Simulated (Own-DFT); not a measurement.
## Calculated data, Si47N64 (beta silicon nitride with one vacancy, atoms displaced)

A calculation, not a measurement: plane-wave PBE density functional theory by an unreviewed code, no spin, of a simulated periodic cell, stress positive in tension, free energy of the whole cell less one offset for each atom, defect cell not probed for a lower state with spin; forces on such cells moved up to 12 meV/angstrom on a denser k mesh; offsets are fitted by least squares, one for each functional and potential file, so energies compare only between cells with the same atoms and settings and are not formation energies; the far tail of each file's local potential was reset to the Coulomb form; each entry is a single point on an unrelaxed cell, so the pressure reflects the starting lattice, mostly measured values (interpolated for alloys), from which strain is counted, and rises with the displacements; printed positions are rounded, which can move forces by about a meV/angstrom; the program, named Own-DFT, is a retired in-house code; no spin-orbit coupling; before rounding, a Quantum ESPRESSO 7.3.1 run of the same cell and cutoff gave forces within 1 meV/angstrom rms on each cell, which checks the program and not the settings. Program: Own-DFT development build.

Common to all runs: functional PBE; potential files PseudoDojo norm-conserving, scalar-relativistic, standard set; wave cutoff 42 hartree; occupations Fermi-Dirac; smearing width 0.1 eV; k mesh 2 x 2 x 4 centred on Gamma.

```json
{"entry": 1, "formula": "Si47N64", "kind": "beta silicon nitride with one vacancy, atoms displaced", "structure": {"cell_angstrom": [[15.212, 0.0, 0.0], [-7.606, 13.174, 0.0], [0.0, 0.0, 5.818]], "atoms_fractional": [["Si", 0.08558, 0.38099, 0.12186], ["Si", 0.11449, 0.20442, 0.12606], ["Si", 0.30171, 0.41759, 0.12845], ["Si", 0.41055, 0.11713, 0.37996], ["Si", 0.38215, 0.29691, 0.37784], ["Si", 0.20005, 0.08533, 0.37382], ["N", 0.16664, 0.01643, 0.12437], ["N", 0.48427, 0.15044, 0.12709], ["N", 0.34711, 0.3303, 0.12839], ["N", 0.33352, 0.4826, 0.3757], ["N", 0.01324, 0.34965, 0.37143], ["N", 0.15062, 0.16717, 0.36614], ["N", 0.16573, 0.33117, 0.12155], ["N", 0.33734, 0.16862, 0.37515], ["Si", 0.08394, 0.38206, 0.62922], ["Si", 0.11499, 0.20241, 0.63652], ["Si", 0.29567, 0.41306, 0.61834], ["Si", 0.41451, 0.11555, 0.87898], ["Si", 0.38078, 0.294, 0.87894], ["Si", 0.20355, 0.08849, 0.87482], ["N", 0.16476, 0.01624, 0.62073], ["N", 0.48364, 0.15187, 0.63321], ["N", 0.3477, 0.3302, 0.62587], ["N", 0.33391, 0.48339, 0.87358], ["N", 0.01526, 0.34685, 0.87894], ["N", 0.15014, 0.16663, 0.87136], ["N", 0.16654, 0.33464, 0.61989], ["N", 0.33152, 0.16343, 0.88068], ["Si", 0.08798, 0.8871, 0.12204], ["Si", 0.11602, 0.70046, 0.12508], ["Si", 0.29757, 0.91408, 0.11889], ["Si", 0.38404, 0.79315, 0.37231], ["Si", 0.20128, 0.58637, 0.38276], ["N", 0.16595, 0.51375, 0.11805], ["N", 0.48373, 0.65223, 0.11514], ["N", 0.34823, 0.83596, 0.12162], ["N", 0.33077, 0.98165, 0.37078], ["N", 0.01713, 0.84923, 0.38063], ["N", 0.14682, 0.6671, 0.37989], ["N", 0.16666, 0.8314, 0.13121], ["N", 0.33382, 0.66744, 0.36387], ["Si", 0.08369, 0.8842, 0.62821], ["Si", 0.11865, 0.70232, 0.62554], ["Si", 0.29389, 0.91161, 0.63127], ["Si", 0.41615, 0.61312, 0.87219], ["Si", 0.38622, 0.79705, 0.87441], ["Si", 0.20133, 0.58934, 0.86002], ["N", 0.16183, 0.5112, 0.6285], ["N", 0.48654, 0.65133, 0.6169], ["N", 0.34905, 0.83341, 0.62986], ["N", 0.33294, 0.98557, 0.87331], ["N", 0.01868, 0.85167, 0.87515], ["N", 0.14937, 0.6664, 0.88443], ["N", 0.16859, 0.8331, 0.62821], ["N", 0.33249, 0.66426, 0.86851], ["Si", 0.58507, 0.38294, 0.12224], ["Si", 0.61047, 0.19853, 0.12857], ["Si", 0.79244, 0.40737, 0.11556], ["Si", 0.91265, 0.11633, 0.38285], ["Si", 0.88399, 0.29834, 0.38412], ["Si", 0.70204, 0.08483, 0.36614], ["N", 0.66773, 0.01433, 0.127], ["N", 0.98783, 0.15171, 0.12759], ["N", 0.8482, 0.3348, 0.13532], ["N", 0.83359, 0.48376, 0.37678], ["N", 0.5171, 0.34579, 0.37669], ["N", 0.6512, 0.16732, 0.38042], ["N", 0.6686, 0.33262, 0.13032], ["N", 0.83645, 0.16823, 0.37283], ["Si", 0.58748, 0.3877, 0.62202], ["Si", 0.61604, 0.20166, 0.63345], ["Si", 0.79862, 0.41427, 0.62649], ["Si", 0.91318, 0.1161, 0.87992], ["Si", 0.88742, 0.29611, 0.87616], ["Si", 0.69768, 0.08478, 0.87979], ["N", 0.66418, 0.01422, 0.62532], ["N", 0.98029, 0.14854, 0.6175], ["N", 0.84585, 0.32738, 0.62355], ["N", 0.83756, 0.48391, 0.88059], ["N", 0.51578, 0.34879, 0.87032], ["N", 0.64765, 0.16698, 0.87774], ["N", 0.66752, 0.33174, 0.6213], ["N", 0.82961, 0.166, 0.87222], ["Si", 0.5832, 0.88734, 0.1309], ["Si", 0.61553, 0.7015, 0.13231], ["Si", 0.7984, 0.91341, 0.12623], ["Si", 0.91349, 0.61961, 0.37848], ["Si", 0.88656, 0.79666, 0.37503], ["Si", 0.69859, 0.58464, 0.3763], ["N", 0.66978, 0.51616, 0.12136], ["N", 0.98784, 0.65305, 0.12301], ["N", 0.85257, 0.83695, 0.13293], ["N", 0.83233, 0.98378, 0.37427], ["N", 0.51613, 0.85303, 0.36468], ["N", 0.65031, 0.66605, 0.37073], ["N", 0.66703, 0.83703, 0.1224], ["N", 0.83945, 0.67126, 0.37451], ["Si", 0.58986, 0.88678, 0.62647], ["Si", 0.61539, 0.70126, 0.62336], ["Si", 0.79662, 0.91093, 0.64142], ["Si", 0.91186, 0.61637, 0.88329], ["Si", 0.8842, 0.80066, 0.87118], ["Si", 0.70259, 0.5857, 0.87786], ["N", 0.66532, 0.51695, 0.62255], ["N", 0.98579, 0.65304, 0.62403], ["N", 0.84972, 0.83417, 0.616], ["N", 0.83563, 0.99011, 0.87363], ["N", 0.51863, 0.85216, 0.87934], ["N", 0.65471, 0.6692, 0.87949], ["N", 0.66672, 0.83095, 0.62492], ["N", 0.83107, 0.664, 0.88159]]}, "results": {"free_energy_of_cell_above_offsets [eV]": "-5.139", "pressure [GPa]": 5.98, "stress_xx [GPa]": -5.23, "stress_yy [GPa]": -5.85, "stress_zz [GPa]": -6.86, "stress_yz [GPa]": -0.05, "stress_xz [GPa]": -0.72, "stress_xy [GPa]": -0.09, "force_element": ["Si", "Si", "Si", "Si", "Si", "Si", "N", "N", "N", "N", "N", "N", "N", "N", "Si", "Si", "Si", "Si", "Si", "Si", "N", "N", "N", "N", "N", "N", "N", "N", "Si", "Si", "Si", "Si", "Si", "N", "N", "N", "N", "N", "N", "N", "N", "Si", "Si", "Si", "Si", "Si", "Si", "N", "N", "N", "N", "N", "N", "N", "N", "Si", "Si", "Si", "Si", "Si", "Si", "N", "N", "N", "N", "N", "N", "N", "N", "Si", "Si", "Si", "Si", "Si", "Si", "N", "N", "N", "N", "N", "N", "N", "N", "Si", "Si", "Si", "Si", "Si", "Si", "N", "N", "N", "N", "N", "N", "N", "N", "Si", "Si", "Si", "Si", "Si", "Si", "N", "N", "N", "N", "N", "N", "N", "N"], "force_x [eV/angstrom]": [1.032, 1.386, -0.694, 1.594, 1.211, 0.858, -0.393, -0.645, -0.221, -0.12, 0.715, 0.28, 0.27, -2.813, 0.699, -0.829, 1.085, -1.215, 0.821, -0.254, -0.239, 0.861, -0.783, 0.279, -0.528, 0.609, -0.728, 0.509, 1.536, -1.304, -0.628, -0.664, 1.339, -0.717, 1.791, 1.59, 0.329, -0.643, 2.255, -0.737, -1.354, 2.908, -2.462, 1.502, -1.176, -0.213, 1.177, -0.487, -0.047, 0.19, 0.244, -2.394, 1.054, -2.102, 0.041, 1.398, 1.182, 1.364, -0.76, 0.265, 0.541, -0.659, -1.829, 1.504, 0.084, -1.531, 0.418, -2.79, -1.528, 1.524, -1.264, 0.181, -0.793, -2.538, 0.823, -0.068, 2.567, -0.901, -0.2, -0.949, 1.421, -0.833, 0.961, 3.002, -2.668, -1.053, 1.668, 0.038, 1.83, -0.757, -0.997, 0.099, 0.338, -1.03, 1.207, 0.305, -2.862, -0.342, -0.982, -0.674, 0.995, 0.869, -0.485, -0.162, 0.242, 0.056, 0.472, -1.253, 0.685, -0.178, 0.27], "force_y [eV/angstrom]": [1.474, -0.081, -0.936, -1.468, -0.132, 1.922, -0.308, -0.593, 0.795, 0.023, 0.375, -0.605, 1.548, -0.767, -0.227, 0.667, 0.514, -0.126, 0.163, -0.412, -0.513, -0.15, 0.725, -0.421, -0.226, -0.769, -1.234, 0.81, -1.18, 1.636, -0.893, 1.455, 0.008, 0.526, 0.7, -0.735, 1.709, 0.297, -1.931, 0.89, -1.492, 0.333, 1.071, 0.364, -0.108, -0.227, -0.974, 0.927, -0.134, 0.229, 0.329, -0.698, -0.796, -0.315, 0.836, 0.02, 1.86, 1.959, -1.213, -0.948, 2.125, 0.426, -1.031, -0.745, 1.003, 0.337, -1.307, -1.446, -0.798, -1.661, 0.899, -0.879, 1.574, -0.193, 1.213, 1.136, 1.21, 1.692, 0.375, -0.017, -1.657, 1.162, -0.553, -1.088, 1.327, 0.209, -1.755, 0.678, 1.88, -1.479, -0.658, 0.196, 0.401, -0.194, -0.806, -0.858, -1.869, -1.967, -0.303, 0.823, -0.025, -1.721, 1.357, -0.371, -0.222, 0.376, -2.455, -0.139, -0.691, 1.056, 1.881], "force_z [eV/angstrom]": [1.334, -0.309, -0.101, 0.124, -0.126, -0.151, -0.43, 0.648, -0.519, 0.146, 0.916, 2.088, -0.19, 0.077, -1.452, -3.494, 0.451, -0.138, -0.459, -0.418, 1.025, -1.059, 0.687, -0.394, -0.844, 1.54, 0.576, -0.083, 1.438, 1.141, 0.98, 0.198, -2.355, 0.489, 0.09, 0.066, 1.11, -1.388, -0.723, -0.523, 0.394, -0.781, 1.374, -1.629, -1.361, 0.316, 3.077, -0.819, 1.631, -0.87, 0.127, 0.478, -2.357, 0.253, -0.233, 0.241, 0.798, 2.387, -2.763, -2.178, 2.361, -0.875, -0.199, -1.669, -0.71, -0.717, -0.604, -0.509, -0.1, 0.269, -1.668, -0.486, -0.419, 0.94, -1.116, -0.14, 3.31, 2.3, -1.057, 0.535, 1.114, 0.541, 0.419, -1.738, -1.915, 0.414, -0.613, -0.298, -1.146, 1.077, 0.773, -1.768, 1.296, 3.503, 1.315, 0.246, 0.126, -0.672, 0.618, -2.997, -1.207, 0.915, -0.574, 0.725, 1.285, 1.762, 1.06, -1.113, -0.453, 0.151, -0.345]}}
{"entry": 2, "formula": "Si47N64", "kind": "beta silicon nitride with one vacancy, atoms displaced", "structure": {"cell_angstrom": [[15.212, 0.0, 0.0], [-7.606, 13.174, 0.0], [0.0, 0.0, 5.818]], "atoms_fractional": [["Si", 0.08315, 0.38259, 0.11325], ["Si", 0.11778, 0.20303, 0.12171], ["Si", 0.29645, 0.41133, 0.11636], ["Si", 0.41206, 0.11122, 0.3759], ["Si", 0.38738, 0.29983, 0.37551], ["Si", 0.20152, 0.08663, 0.36922], ["N", 0.16514, 0.01458, 0.13142], ["N", 0.48084, 0.1513, 0.12114], ["N", 0.34935, 0.33559, 0.13015], ["N", 0.33493, 0.4849, 0.36997], ["N", 0.01912, 0.35269, 0.37369], ["N", 0.15556, 0.17289, 0.37295], ["N", 0.16352, 0.33165, 0.12919], ["N", 0.33602, 0.1688, 0.36683], ["Si", 0.0889, 0.38489, 0.63237], ["Si", 0.11265, 0.20176, 0.6292], ["Si", 0.2972, 0.41459, 0.6214], ["Si", 0.41527, 0.11616, 0.86894], ["Si", 0.38451, 0.29488, 0.86688], ["Si", 0.20199, 0.08478, 0.87482], ["N", 0.16775, 0.01803, 0.63331], ["N", 0.48714, 0.15212, 0.62418], ["N", 0.34995, 0.33412, 0.62836], ["N", 0.32955, 0.48081, 0.87054], ["N", 0.01886, 0.35077, 0.88243], ["N", 0.15079, 0.16509, 0.87537], ["N", 0.16801, 0.33584, 0.62298], ["N", 0.33414, 0.16861, 0.87475], ["Si", 0.08265, 0.8826, 0.13659], ["Si", 0.12056, 0.70493, 0.13037], ["Si", 0.3006, 0.91338, 0.12532], ["Si", 0.41261, 0.61134, 0.37791], ["Si", 0.38511, 0.79617, 0.36913], ["Si", 0.20073, 0.58433, 0.36901], ["N", 0.16881, 0.5169, 0.1313], ["N", 0.48571, 0.65078, 0.12296], ["N", 0.34753, 0.82944, 0.12253], ["N", 0.33395, 0.98254, 0.3697], ["N", 0.01743, 0.85081, 0.3819], ["N", 0.15135, 0.66665, 0.37212], ["N", 0.16764, 0.83109, 0.11705], ["N", 0.33546, 0.66743, 0.38044], ["Si", 0.0835, 0.88166, 0.62851], ["Si", 0.11729, 0.70401, 0.63188], ["Si", 0.29658, 0.91293, 0.63046], ["Si", 0.41255, 0.6143, 0.88142], ["Si", 0.38746, 0.80001, 0.87039], ["Si", 0.19951, 0.58666, 0.88568], ["N", 0.16804, 0.51448, 0.62707], ["N", 0.48519, 0.6527, 0.62411], ["N", 0.34906, 0.83573, 0.63109], ["N", 0.33594, 0.98639, 0.88864], ["N", 0.01315, 0.85072, 0.87207], ["N", 0.14948, 0.6603, 0.87814], ["N", 0.16249, 0.83318, 0.62482], ["N", 0.33584, 0.66833, 0.87798], ["Si", 0.58341, 0.38308, 0.12912], ["Si", 0.79735, 0.41354, 0.12332], ["Si", 0.91139, 0.11782, 0.37441], ["Si", 0.88426, 0.29727, 0.368], ["Si", 0.70434, 0.08684, 0.37527], ["N", 0.66497, 0.014, 0.11643], ["N", 0.98346, 0.14976, 0.11858], ["N", 0.85014, 0.33447, 0.11873], ["N", 0.83421, 0.48345, 0.39087], ["N", 0.51694, 0.35179, 0.37136], ["N", 0.64871, 0.1658, 0.37286], ["N", 0.66532, 0.33172, 0.12018], ["N", 0.83516, 0.1661, 0.36698], ["Si", 0.58544, 0.38594, 0.6191], ["Si", 0.61284, 0.20043, 0.62685], ["Si", 0.79939, 0.41445, 0.63389], ["Si", 0.91353, 0.1129, 0.87585], ["Si", 0.88255, 0.29687, 0.87795], ["Si", 0.70264, 0.08402, 0.87145], ["N", 0.66683, 0.0138, 0.63671], ["N", 0.98482, 0.15127, 0.63436], ["N", 0.84629, 0.33338, 0.62649], ["N", 0.83623, 0.48524, 0.88171], ["N", 0.52103, 0.35047, 0.87886], ["N", 0.6495, 0.16371, 0.87913], ["N", 0.66414, 0.33105, 0.62724], ["N", 0.8354, 0.17012, 0.88097], ["Si", 0.58381, 0.87949, 0.1226], ["Si", 0.61646, 0.70267, 0.12695], ["Si", 0.79633, 0.90989, 0.1155], ["Si", 0.90721, 0.60836, 0.37549], ["Si", 0.88479, 0.79869, 0.37711], ["Si", 0.70307, 0.58657, 0.37159], ["N", 0.66937, 0.51564, 0.13613], ["N", 0.9859, 0.6521, 0.12375], ["N", 0.85005, 0.83247, 0.12509], ["N", 0.83639, 0.98545, 0.38058], ["N", 0.51768, 0.85216, 0.37207], ["N", 0.64377, 0.66359, 0.37465], ["N", 0.66843, 0.83385, 0.1154], ["N", 0.83405, 0.66741, 0.36855], ["Si", 0.58513, 0.88135, 0.61636], ["Si", 0.61899, 0.70206, 0.62951], ["Si", 0.80036, 0.91605, 0.6232], ["Si", 0.90946, 0.61545, 0.88396], ["Si", 0.88475, 0.79833, 0.88151], ["Si", 0.70459, 0.5865, 0.87176], ["N", 0.66729, 0.51191, 0.63333], ["N", 0.98453, 0.65149, 0.62056], ["N", 0.84834, 0.83049, 0.61726], ["N", 0.83372, 0.98524, 0.87848], ["N", 0.51709, 0.85181, 0.88295], ["N", 0.65176, 0.66457, 0.88121], ["N", 0.66765, 0.83347, 0.61614], ["N", 0.83272, 0.66404, 0.87021]]}, "results": {"free_energy_of_cell_above_offsets [eV]": "-4.418", "pressure [GPa]": 5.99, "stress_xx [GPa]": -4.39, "stress_yy [GPa]": -6.0, "stress_zz [GPa]": -7.58, "stress_yz [GPa]": -0.52, "stress_xz [GPa]": -0.8, "stress_xy [GPa]": 0.39, "force_element": ["Si", "Si", "Si", "Si", "Si", "Si", "N", "N", "N", "N", "N", "N", "N", "N", "Si", "Si", "Si", "Si", "Si", "Si", "N", "N", "N", "N", "N", "N", "N", "N", "Si", "Si", "Si", "Si", "Si", "Si", "N", "N", "N", "N", "N", "N", "N", "N", "Si", "Si", "Si", "Si", "Si", "Si", "N", "N", "N", "N", "N", "N", "N", "N", "Si", "Si", "Si", "Si", "Si", "N", "N", "N", "N", "N", "N", "N", "N", "Si", "Si", "Si", "Si", "Si", "Si", "N", "N", "N", "N", "N", "N", "N", "N", "Si", "Si", "Si", "Si", "Si", "Si", "N", "N", "N", "N", "N", "N", "N", "N", "Si", "Si", "Si", "Si", "Si", "Si", "N", "N", "N", "N", "N", "N", "N", "N"], "force_x [eV/angstrom]": [3.084, -1.307, -1.113, 0.637, -0.913, 0.67, -0.42, -0.256, 1.148, 0.164, -1.638, 0.15, 0.624, -0.379, -0.093, 1.374, 0.16, -0.084, 0.347, 0.469, -0.395, -2.219, -0.18, 0.631, -3.263, 0.065, 0.259, 0.218, 2.705, -1.594, -0.797, -0.518, -0.422, 0.861, -0.457, 0.195, -0.393, 0.015, -2.18, 0.659, -1.01, -0.25, 1.175, -0.745, -0.807, -0.674, 0.111, 3.365, -0.561, 0.843, 0.616, -0.048, 0.111, -2.331, 1.901, -0.827, 3.37, -0.711, 2.167, 0.142, -1.894, 0.276, 1.226, -0.292, 0.008, -1.385, 1.282, -0.002, -1.494, 1.752, 1.835, -1.383, -1.895, 0.603, -0.835, 0.149, -0.302, 1.627, 0.007, -3.086, 0.264, 0.398, 0.767, 1.934, -0.791, -0.308, 1.315, 1.249, -0.23, -0.673, -0.124, -0.743, 0.247, -1.5, 2.469, -0.397, -0.401, 1.322, -1.83, -0.771, 2.583, 0.108, -0.206, -0.446, -0.146, -1.167, 0.573, -0.877, 0.156, 0.515, -1.141], "force_y [eV/angstrom]": [1.376, 0.417, -0.647, 1.975, -1.002, 1.846, -0.914, -0.044, -0.358, -0.973, -0.7, -1.49, 0.853, -0.895, 0.205, 1.444, -1.132, 0.733, 1.394, 1.678, -2.061, -1.431, 0.797, 2.086, -1.179, -0.338, -1.556, -1.699, 0.06, -0.893, -1.462, 1.964, -0.199, 1.832, -2.206, -0.288, 1.008, -0.332, -0.563, -0.584, 1.84, -0.932, 1.739, -0.874, 0.231, 0.186, -1.486, -0.257, 0.748, -0.397, -0.109, -0.514, 0.304, 1.821, 0.274, -0.613, 0.074, -2.05, -0.587, 0.292, 0.338, -0.985, 0.109, 1.06, -1.014, -0.154, -0.798, 1.332, 0.902, -1.349, 0.322, -1.881, 1.503, 0.028, 2.876, -1.518, -0.451, -0.253, 0.4, -0.701, -0.216, 1.642, -2.015, 2.425, 0.386, 1.06, 3.447, -1.524, 1.097, -0.718, -0.471, 0.837, 0.167, -0.764, -1.292, -0.983, -0.192, 0.941, 0.734, -1.648, 0.614, -1.779, -0.509, 1.823, -0.488, 1.264, -0.731, -0.661, -0.207, -0.18, 1.766], "force_z [eV/angstrom]": [4.596, 0.442, 1.304, -1.465, -0.167, 2.018, -1.204, 0.794, -1.391, -0.122, 0.482, 0.785, -0.585, 0.644, -1.496, -0.775, -0.563, 1.62, 2.147, 1.202, -2.309, -0.543, -1.002, 0.418, -3.557, -0.244, 0.273, -0.451, -2.416, -1.129, 0.122, -0.338, 1.177, 2.916, -1.641, 0.751, 0.079, 2.187, -0.327, 1.731, 0.355, -0.24, 0.56, -0.952, -0.044, -1.494, 0.859, -1.96, 0.345, 1.055, -1.594, -2.768, 1.84, -0.061, 0.237, 0.028, -0.941, 1.641, -0.114, 1.019, -0.599, 2.067, 1.666, 1.333, -2.308, 1.37, 1.278, 0.292, 0.474, 1.427, 0.075, 0.157, 0.442, -1.257, 1.802, -3.291, -1.885, -0.393, -0.382, -1.543, -1.568, -0.13, -0.546, 0.34, -0.482, 2.208, 0.027, -0.632, 1.823, -2.291, 0.878, 0.379, -1.895, -0.002, 0.543, 0.26, 0.207, 2.315, -0.094, 0.254, -1.577, -2.14, 1.676, -1.719, 1.183, 2.402, -0.967, -2.874, -0.607, 0.369, 0.204]}}
```
